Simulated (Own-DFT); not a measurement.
GaP (zincblende, strained, atoms displaced) (calculated)

All values are calculated (Own-DFT development build). A calculation, not a measurement: plane-wave PBE density functional theory by an unreviewed code, no spin, of a simulated periodic cell, stress positive in tension, free energy of the whole cell less one offset for each atom, forces on such cells passed a denser k mesh, this cell's mesh not checked; offsets are fitted by least squares, one for each functional and potential file, so energies compare only between cells with the same atoms and settings and are not formation energies; the far tail of each file's local potential was reset to the Coulomb form; each entry is a single point on an unrelaxed cell, so the pressure reflects the starting lattice, mostly measured values (interpolated for alloys), from which strain is counted, and rises with the displacements; printed positions are rounded, which can move forces by about a meV/angstrom; the program, named Own-DFT, is a retired in-house code; no spin-orbit coupling.

Settings shared by all entries: functional PBE; potential files PseudoDojo norm-conserving, scalar-relativistic, standard set; wave cutoff 42 hartree; occupations Fermi-Dirac; smearing width 0.1 eV; hardware one NVIDIA H100; k mesh 3 x 3 x 3 centred on Gamma.

(1) GaP (zincblende, strained, atoms displaced)

```
cell vectors (Å)
  10.8620     0.0000     0.0000
   0.0000    10.8620     0.0000
   0.0000     0.0000    10.9361
atoms (fractions of the cell vectors)
Ga  0.99854  0.99657  0.99752
Ga  0.99752  0.24969  0.24985
Ga  0.24744  0.99591  0.24998
Ga  0.25163  0.24946  0.99894
P   0.12750  0.12814  0.12646
P   0.12335  0.37642  0.37754
P   0.37589  0.12645  0.37857
P   0.37250  0.37987  0.12069
Ga  0.99720  0.00157  0.50312
Ga  0.00036  0.25146  0.74919
Ga  0.25107  0.00065  0.75352
Ga  0.25048  0.25174  0.49853
P   0.12417  0.12546  0.62543
P   0.12577  0.37444  0.88114
P   0.37484  0.12171  0.87724
P   0.37131  0.36766  0.62681
Ga  0.00037  0.50273  0.00077
Ga  0.00228  0.75108  0.24784
Ga  0.25060  0.50415  0.24867
Ga  0.24942  0.74805  0.00240
P   0.12187  0.62381  0.12201
P   0.12970  0.87733  0.37744
P   0.37449  0.62135  0.37647
P   0.36997  0.87551  0.12761
Ga  0.99778  0.50372  0.50193
Ga  0.00067  0.74862  0.75092
Ga  0.24577  0.49312  0.75081
Ga  0.24843  0.75010  0.49733
P   0.12157  0.62478  0.62358
P   0.12462  0.87628  0.87596
P   0.37687  0.62115  0.86811
P   0.37431  0.87482  0.63051
Ga  0.50101  0.00167  0.00115
Ga  0.50089  0.24808  0.25012
Ga  0.74892  0.00238  0.24992
Ga  0.74976  0.24608  0.00238
P   0.62402  0.12872  0.12377
P   0.62463  0.38031  0.37688
P   0.87180  0.12625  0.37510
P   0.87739  0.37613  0.12263
Ga  0.50047  0.99855  0.50466
Ga  0.50065  0.24806  0.75393
Ga  0.75212  0.00430  0.75408
Ga  0.74801  0.25102  0.50368
P   0.62537  0.12289  0.62886
P   0.62175  0.37538  0.87518
P   0.87538  0.12180  0.87247
P   0.87398  0.37736  0.62243
Ga  0.50333  0.49711  0.99946
Ga  0.50424  0.74631  0.25293
Ga  0.75196  0.49898  0.24693
Ga  0.75028  0.75042  0.99822
P   0.62584  0.62320  0.12728
P   0.62239  0.87519  0.37459
P   0.87546  0.62588  0.37431
P   0.87467  0.87366  0.12325
Ga  0.49695  0.49909  0.49944
Ga  0.50720  0.75122  0.75514
Ga  0.75119  0.49887  0.74900
Ga  0.74705  0.75517  0.50237
P   0.62367  0.62358  0.62327
P   0.62593  0.87148  0.87691
P   0.88135  0.62736  0.87638
P   0.87586  0.87356  0.62817
```

```
free energy of cell above offsets : -35.258 eV
pressure                          : 3.14 GPa
stress xx                         : -3.32 GPa
stress yy                         : -3.29 GPa
stress zz                         : -2.82 GPa
stress yz                         : -0.2 GPa
stress xz                         : -0.03 GPa
stress xy                         : -0.1 GPa
wall time                         : 503.1 s
```

Force:
```csv
element,x (eV/Å),y (eV/Å),z (eV/Å)
Ga,0.268,0.487,0.451
Ga,0.334,0.168,0.154
Ga,0.332,0.923,0.216
Ga,0.09,-0.049,0.286
P,-0.471,-0.509,-0.199
P,0.006,0.142,-0.374
P,-0.021,-0.467,-0.433
P,0.346,-0.584,0.584
Ga,0.139,-0.137,-0.222
Ga,-0.027,0.138,0.081
Ga,-0.339,-0.042,-0.317
Ga,-0.389,-0.309,-0.023
P,0.255,0.034,0.041
P,-0.48,-0.146,-0.474
P,0.15,0.368,-0.051
P,0.523,0.597,0.053
Ga,-0.053,-0.398,-0.168
Ga,-0.06,0.053,0.406
Ga,-0.403,-0.464,0.045
Ga,0.269,-0.105,-0.635
P,0.446,0.293,0.519
P,-1.046,-0.133,-0.1
P,-0.01,0.57,-0.128
P,0.983,-0.423,-0.167
Ga,0.026,-0.194,-0.438
Ga,0.327,0.313,-0.112
Ga,0.181,0.453,-0.311
Ga,0.405,-0.152,0.598
P,0.568,0.006,0.329
P,0.222,-0.403,-0.106
P,-0.182,0.238,0.749
P,0.154,-0.325,-0.294
Ga,-0.197,-0.542,0.184
Ga,-0.413,0.736,0.175
Ga,-0.029,-0.286,-0.146
Ga,0.291,0.55,-0.623
P,0.033,-0.576,0.295
P,0.122,-0.67,-0.315
P,0.112,-0.033,0.19
P,-0.299,-0.274,0.028
Ga,-0.304,0.056,-0.136
Ga,-0.256,-0.091,-0.228
Ga,-0.338,-0.876,-0.424
Ga,-0.183,0.008,-0.292
P,0.016,0.223,-0.115
P,0.899,-0.319,-0.024
P,0.282,0.775,0.623
P,0.187,-0.3,0.413
Ga,-0.469,0.636,-0.002
Ga,-0.715,0.192,-0.238
Ga,0.112,0.068,0.414
Ga,0.111,-0.421,0.37
P,0.097,0.134,-0.554
P,0.245,0.324,0.118
P,-0.23,0.342,-0.029
P,-0.132,0.299,0.325
Ga,-0.14,-0.264,0.561
Ga,-0.745,-0.444,-0.722
Ga,-0.066,0.294,0.256
Ga,0.282,-0.495,-0.248
P,0.123,0.18,0.209
P,0.239,0.953,0.186
P,-0.914,-0.401,-0.198
P,-0.267,0.281,-0.016
```

(2) GaP (zincblende, strained, atoms displaced)

```
cell vectors (Å)
  10.8620     0.0000     0.0000
   0.0000    10.8620     0.0000
   0.0000     0.0000    10.9361
atoms (fractions of the cell vectors)
Ga  0.99700  0.99992  0.99592
Ga  0.00135  0.25574  0.24954
Ga  0.24841  0.00109  0.25126
Ga  0.24949  0.24931  0.00424
P   0.13053  0.12349  0.12507
P   0.12384  0.37352  0.37470
P   0.37415  0.12464  0.37500
P   0.37837  0.37771  0.12269
Ga  0.99859  0.99958  0.50107
Ga  0.00075  0.25539  0.75237
Ga  0.24766  0.00469  0.74638
Ga  0.24445  0.25099  0.49696
P   0.12763  0.12615  0.62457
P   0.12743  0.37961  0.87299
P   0.37467  0.12332  0.87616
P   0.37412  0.37693  0.62184
Ga  0.99803  0.50200  0.99677
Ga  0.00388  0.75066  0.24498
Ga  0.25166  0.50314  0.24984
Ga  0.24529  0.75418  0.00659
P   0.12695  0.63045  0.12707
P   0.12332  0.87755  0.37530
P   0.37396  0.63010  0.37585
P   0.36874  0.87413  0.12237
Ga  0.99899  0.49806  0.50359
Ga  0.00702  0.75213  0.74602
Ga  0.25242  0.49751  0.75030
Ga  0.24693  0.75589  0.50240
P   0.12321  0.62651  0.62501
P   0.12601  0.87643  0.87659
P   0.37653  0.62599  0.87657
P   0.37499  0.87509  0.62497
Ga  0.49734  0.00041  0.99955
Ga  0.49520  0.25132  0.25062
Ga  0.74997  0.00389  0.24872
Ga  0.74926  0.25065  0.00162
P   0.62349  0.12753  0.12098
P   0.62090  0.37250  0.37771
P   0.87401  0.12531  0.37659
P   0.87322  0.37439  0.12892
Ga  0.49859  0.00097  0.50141
Ga  0.50046  0.24884  0.75111
Ga  0.74944  0.99848  0.74670
Ga  0.74725  0.24959  0.50383
P   0.62662  0.12484  0.62534
P   0.62731  0.37775  0.87090
P   0.87052  0.12612  0.87056
P   0.87594  0.37638  0.62841
Ga  0.50009  0.49961  0.99884
Ga  0.50292  0.75037  0.24750
Ga  0.75201  0.50398  0.25005
Ga  0.75226  0.74937  0.00212
P   0.62894  0.62661  0.13144
P   0.62512  0.87107  0.37715
P   0.87598  0.62576  0.37664
P   0.87524  0.87806  0.12147
Ga  0.49983  0.50092  0.49703
Ga  0.50052  0.75110  0.74415
Ga  0.75270  0.50152  0.75132
Ga  0.74991  0.75209  0.50383
P   0.62301  0.62425  0.62531
P   0.62667  0.87686  0.87763
P   0.87144  0.62284  0.87665
P   0.87865  0.86856  0.62449
```

```
free energy of cell above offsets : -35.159 eV
pressure                          : 3.19 GPa
stress xx                         : -3.36 GPa
stress yy                         : -3.36 GPa
stress zz                         : -2.84 GPa
stress yz                         : 0.15 GPa
stress xz                         : -0.23 GPa
stress xy                         : 0.09 GPa
wall time                         : 498.2 s
```

Force:
```csv
element,x (eV/Å),y (eV/Å),z (eV/Å)
Ga,0.203,0.489,0.034
Ga,-0.075,-0.948,-0.028
Ga,0.305,-0.25,0.124
Ga,0.244,0.329,-0.563
P,-1.176,0.203,-0.021
P,0.103,0.792,-0.073
P,-0.109,0.058,0.081
P,-0.546,-0.092,0.311
Ga,0.011,0.147,0.008
Ga,0.101,-0.525,-0.045
Ga,0.437,-0.525,0.516
Ga,0.719,-0.082,0.201
P,-0.873,0.253,-0.057
P,-0.142,-0.518,0.687
P,-0.188,0.423,-0.229
P,0.079,-0.469,0.081
Ga,0.222,-0.137,0.592
Ga,-0.722,0.358,0.692
Ga,0.055,-0.147,0.153
Ga,0.391,-0.503,-1.119
P,-0.351,-1.119,-0.394
P,-0.043,-0.075,-0.115
P,0.006,-0.09,-0.007
P,1.017,0.467,0.731
Ga,0.043,0.249,-0.398
Ga,-0.543,-0.323,0.965
Ga,0.175,0.696,-0.205
Ga,0.076,-0.39,-0.27
P,0.662,-0.498,-0.1
P,-0.02,0.107,-0.421
P,-0.364,0.382,-0.056
P,-0.217,0.404,0.104
Ga,0.105,-0.238,0.102
Ga,0.392,-0.177,-0.113
Ga,-0.248,-0.322,0.12
Ga,0.043,0.201,-0.422
P,-0.297,-0.174,0.603
P,0.58,0.293,-0.435
P,0.167,0.339,-0.092
P,0.213,0.313,-0.624
Ga,0.244,-0.114,-0.248
Ga,-0.191,0.185,-0.132
Ga,0.173,-0.302,0.103
Ga,0.355,0.228,-0.301
P,-0.434,-0.186,0.087
P,-0.201,-0.315,0.511
P,0.485,0.159,0.293
P,-0.278,-0.184,-0.329
Ga,0.58,0.411,-0.032
Ga,-0.588,0.232,0.218
Ga,-0.14,-0.552,0.723
Ga,-0.296,0.094,-0.094
P,-0.414,-0.23,-1.019
P,0.023,0.819,-0.267
P,0.195,0.174,-0.053
P,0.061,-0.142,0.508
Ga,-0.218,0.171,0.123
Ga,0.059,-0.007,0.915
Ga,-0.359,0.071,-0.332
Ga,-0.056,-0.599,-0.338
P,0.425,-0.119,-0.145
P,-0.223,-0.363,-0.36
P,0.65,0.798,-0.368
P,-0.285,0.873,0.22
```

(3) GaP (zincblende, strained, atoms displaced)

```
cell vectors (Å)
  10.8620     0.0000     0.0000
   0.0000    10.8620     0.0000
   0.0000     0.0000    10.9361
atoms (fractions of the cell vectors)
Ga  0.99740  0.00069  0.00011
Ga  0.99651  0.25125  0.25025
Ga  0.25024  0.00211  0.25542
Ga  0.24836  0.25276  0.99909
P   0.12126  0.12437  0.12405
P   0.12833  0.37810  0.38169
P   0.37672  0.12830  0.37265
P   0.37575  0.37311  0.12562
Ga  0.00008  0.99517  0.50325
Ga  0.99895  0.25052  0.75203
Ga  0.25097  0.99854  0.74766
Ga  0.25172  0.24739  0.49968
P   0.12755  0.12416  0.62427
P   0.12999  0.37790  0.87584
P   0.37212  0.12434  0.87535
P   0.37539  0.37522  0.62474
Ga  0.99376  0.49627  0.99814
Ga  0.99861  0.75321  0.25240
Ga  0.24755  0.50194  0.25198
Ga  0.24789  0.75067  0.99657
P   0.12258  0.62469  0.12119
P   0.12694  0.87164  0.37556
P   0.37429  0.62071  0.37392
P   0.38030  0.87372  0.13180
Ga  0.00096  0.49711  0.49589
Ga  0.99819  0.75515  0.74992
Ga  0.24741  0.49603  0.74599
Ga  0.25162  0.75157  0.49946
P   0.12680  0.62297  0.62235
P   0.12814  0.87264  0.87247
P   0.38003  0.62639  0.87294
P   0.37565  0.87614  0.62645
Ga  0.49432  0.99864  0.99750
Ga  0.49306  0.25151  0.25326
Ga  0.74741  0.00040  0.25306
Ga  0.74828  0.24693  0.00251
P   0.62414  0.12007  0.12427
P   0.62911  0.37902  0.37403
P   0.87563  0.12537  0.37090
P   0.87441  0.37372  0.12706
Ga  0.49629  0.99854  0.49985
Ga  0.50171  0.24752  0.74505
Ga  0.75076  0.99445  0.74333
Ga  0.74993  0.25023  0.49996
P   0.63248  0.12667  0.62360
P   0.62187  0.37572  0.87258
P   0.87999  0.12579  0.87522
P   0.87579  0.37428  0.62503
Ga  0.49857  0.50010  0.99908
Ga  0.49997  0.74854  0.25035
Ga  0.75088  0.50168  0.25076
Ga  0.75213  0.75190  0.00368
P   0.62472  0.62238  0.12440
P   0.62580  0.87222  0.37416
P   0.87416  0.62581  0.37421
P   0.87534  0.87251  0.12403
Ga  0.50230  0.49793  0.49945
Ga  0.50157  0.74870  0.74825
Ga  0.75058  0.50040  0.75047
Ga  0.74704  0.74987  0.50417
P   0.63004  0.62321  0.62424
P   0.62540  0.87461  0.87868
P   0.87843  0.62628  0.87649
P   0.87489  0.87609  0.62568
```

```
free energy of cell above offsets : -35.106 eV
pressure                          : 3.17 GPa
stress xx                         : -3.32 GPa
stress yy                         : -3.36 GPa
stress zz                         : -2.84 GPa
stress yz                         : 0.83 GPa
stress xz                         : 0.01 GPa
stress xy                         : -0.02 GPa
wall time                         : 528.2 s
```

Force:
```csv
element,x (eV/Å),y (eV/Å),z (eV/Å)
Ga,0.41,-0.417,-0.132
Ga,0.808,0.144,0.172
Ga,-0.125,-0.138,-0.676
Ga,0.113,-0.427,0.336
P,0.472,0.137,0.288
P,-0.19,-0.832,-1.017
P,-0.336,-0.537,0.731
P,-0.433,0.469,-0.052
Ga,0.217,0.621,-0.589
Ga,0.594,0.147,-0.181
Ga,-0.133,0.211,0.301
Ga,0.036,0.236,0.168
P,-0.404,0.017,0.098
P,-0.85,-0.244,-0.137
P,0.165,0.21,-0.341
P,0.172,-0.325,-0.201
Ga,0.65,0.135,0.222
Ga,0.223,-0.517,-0.427
Ga,-0.062,-0.195,-0.585
Ga,0.679,-0.222,0.533
P,-0.095,-0.024,0.345
P,-0.19,0.478,0.139
P,0.331,0.556,0.326
P,-1.065,0.238,-0.717
Ga,-0.378,0.541,0.568
Ga,0.5,-0.797,-0.089
Ga,0.542,0.709,0.307
Ga,0.184,-0.498,0.116
P,-0.488,0.443,0.143
P,-0.463,0.676,0.165
P,-0.844,-0.296,-0.066
P,0.101,-0.314,-0.208
Ga,0.335,0.014,0.325
Ga,1.375,0.167,-0.588
Ga,0.266,-0.215,-0.464
Ga,-0.038,0.168,-0.33
P,-0.499,0.45,0.234
P,-0.482,-0.698,0.054
P,-0.029,-0.3,0.827
P,-0.327,0.11,-0.231
Ga,0.674,0.283,-0.084
Ga,-0.141,-0.002,0.415
Ga,-0.164,0.684,1.219
Ga,0.424,0.198,-0.419
P,-0.923,-0.573,-0.139
P,0.377,-0.307,0.262
P,-0.929,-0.287,-0.214
P,0.039,0.123,-0.023
Ga,0.097,-0.109,0.057
Ga,0.272,-0.521,0.195
Ga,0.069,0.107,-0.318
Ga,-0.3,-0.543,-0.308
P,0.082,0.231,0.01
P,-0.255,0.158,0.411
P,0.097,0.136,0.344
P,-0.015,0.675,0.505
Ga,-0.073,0.206,0.041
Ga,0.408,0.127,0.085
Ga,0.277,-0.096,0.251
Ga,0.467,0.038,-0.541
P,-0.731,0.003,0.182
P,0.054,0.03,-0.595
P,-0.583,0.11,-0.323
P,0.033,-0.552,-0.38
```

(4) GaP (zincblende, strained, atoms displaced)

```
cell vectors (Å)
  10.8620     0.0000     0.0000
   0.0000    10.8620     0.0000
   0.0000     0.0000    10.9361
atoms (fractions of the cell vectors)
Ga  0.99937  0.99624  0.00189
Ga  0.99809  0.25055  0.24917
Ga  0.24820  0.99717  0.25115
Ga  0.25443  0.24735  0.99946
P   0.12729  0.12950  0.12593
P   0.12442  0.37799  0.37736
P   0.37521  0.12579  0.37575
P   0.37180  0.37485  0.12734
Ga  0.99812  0.99858  0.49969
Ga  0.00173  0.25284  0.75282
Ga  0.24998  0.99663  0.74484
Ga  0.24617  0.24954  0.49982
P   0.12500  0.12840  0.62706
P   0.12389  0.37737  0.87931
P   0.37334  0.12165  0.87344
P   0.37492  0.37431  0.62268
Ga  0.00194  0.50001  0.99681
Ga  0.00021  0.75013  0.25070
Ga  0.24439  0.49855  0.24834
Ga  0.24704  0.75132  0.99554
P   0.12659  0.62268  0.12952
P   0.12286  0.87893  0.37306
P   0.37197  0.62832  0.37474
P   0.37721  0.86919  0.13093
Ga  0.99427  0.49946  0.49867
Ga  0.00062  0.75311  0.75008
Ga  0.25187  0.49635  0.74786
Ga  0.24863  0.75422  0.49771
P   0.12502  0.62474  0.62721
P   0.12366  0.87014  0.87337
P   0.37338  0.62616  0.87242
P   0.37353  0.87622  0.62908
Ga  0.49850  0.99780  0.00336
Ga  0.50391  0.24344  0.24652
Ga  0.75290  0.00103  0.25329
Ga  0.74813  0.25106  0.99785
P   0.62477  0.12488  0.12400
P   0.62762  0.38222  0.37339
P   0.87607  0.12896  0.37583
P   0.87500  0.37682  0.12822
Ga  0.49738  0.00351  0.49856
Ga  0.50075  0.24744  0.75110
Ga  0.74732  0.99393  0.74930
Ga  0.74391  0.24665  0.49901
P   0.62676  0.12533  0.62591
P   0.62245  0.37355  0.87097
P   0.87941  0.12599  0.87154
P   0.87553  0.37094  0.62128
Ga  0.49938  0.50068  0.00044
Ga  0.50132  0.74926  0.24769
Ga  0.75133  0.50554  0.24904
Ga  0.74617  0.75226  0.00005
P   0.62896  0.62518  0.12728
P   0.62322  0.87245  0.37969
P   0.87665  0.63133  0.37469
P   0.87069  0.87381  0.12925
Ga  0.49814  0.49796  0.49597
Ga  0.50924  0.74915  0.75130
Ga  0.74727  0.49600  0.75382
Ga  0.75006  0.74348  0.50132
P   0.62110  0.62381  0.62740
P   0.62406  0.87847  0.87498
P   0.87396  0.62299  0.87872
P   0.86853  0.87564  0.62280
```

```
free energy of cell above offsets : -35.110 eV
pressure                          : 3.15 GPa
stress xx                         : -3.31 GPa
stress yy                         : -3.3 GPa
stress zz                         : -2.82 GPa
stress yz                         : 0.03 GPa
stress xz                         : 0.53 GPa
stress xy                         : 0.47 GPa
wall time                         : 506.5 s
```

Force:
```csv
element,x (eV/Å),y (eV/Å),z (eV/Å)
Ga,0.095,0.344,0.045
Ga,0.364,0.262,0.211
Ga,0.386,0.541,-0.249
Ga,-0.28,0.341,-0.06
P,-0.222,-0.739,-0.114
P,-0.335,-0.362,-0.232
P,-0.273,0.076,-0.291
P,0.597,-0.135,-0.135
Ga,-0.018,0.467,0.271
Ga,0.023,0.164,-0.263
Ga,-0.448,0.396,0.599
Ga,0.331,0.141,-0.07
P,-0.245,-0.55,-0.15
P,0.692,-0.457,-0.504
P,0.179,-0.122,0.081
P,0.138,-0.378,0.101
Ga,-0.308,0.218,0.896
Ga,0.185,0.171,-0.256
Ga,0.704,0.007,0.615
Ga,0.425,-0.452,0.713
P,-0.5,0.593,-0.905
P,-0.1,-0.379,0.311
P,0.13,-0.391,-0.252
P,-0.686,0.59,-0.947
Ga,0.434,0.333,0.269
Ga,-0.638,-0.625,-0.306
Ga,-0.224,0.249,0.177
Ga,-0.068,-0.187,0.429
P,-0.175,0.032,-0.466
P,0.024,1.014,0.181
P,0.403,-0.069,0.14
P,0.733,-0.489,-0.664
Ga,-0.292,0.114,0.005
Ga,-0.447,1.002,0.527
Ga,-0.503,-0.023,0.243
Ga,0.407,-0.018,0.036
P,0.529,-0.456,-0.194
P,-0.229,-0.878,-0.189
P,-0.152,-0.347,0.036
P,-0.133,-0.006,-0.608
Ga,0.124,-0.379,0.47
Ga,-0.377,-0.004,-0.355
Ga,0.44,0.957,0.088
Ga,0.415,0.579,-0.132
P,-0.446,-0.385,0.045
P,-0.139,0.005,0.801
P,-0.663,-0.479,0.417
P,-0.469,0.212,0.48
Ga,-0.146,0.004,0.055
Ga,0.275,-0.355,0.75
Ga,0.457,-0.218,0.287
Ga,0.355,-0.158,-0.023
P,-0.663,0.077,-0.56
P,0.194,0.248,-0.343
P,-0.133,-0.693,0.033
P,0.398,0.032,-0.438
Ga,-0.237,0.463,0.226
Ga,-1.136,0.244,0.065
Ga,0.554,0.285,-0.653
Ga,-0.433,0.372,0.124
P,0.595,-0.58,-0.422
P,-0.03,-0.276,0.417
P,-0.135,0.451,-0.468
P,0.701,-0.394,0.109
```
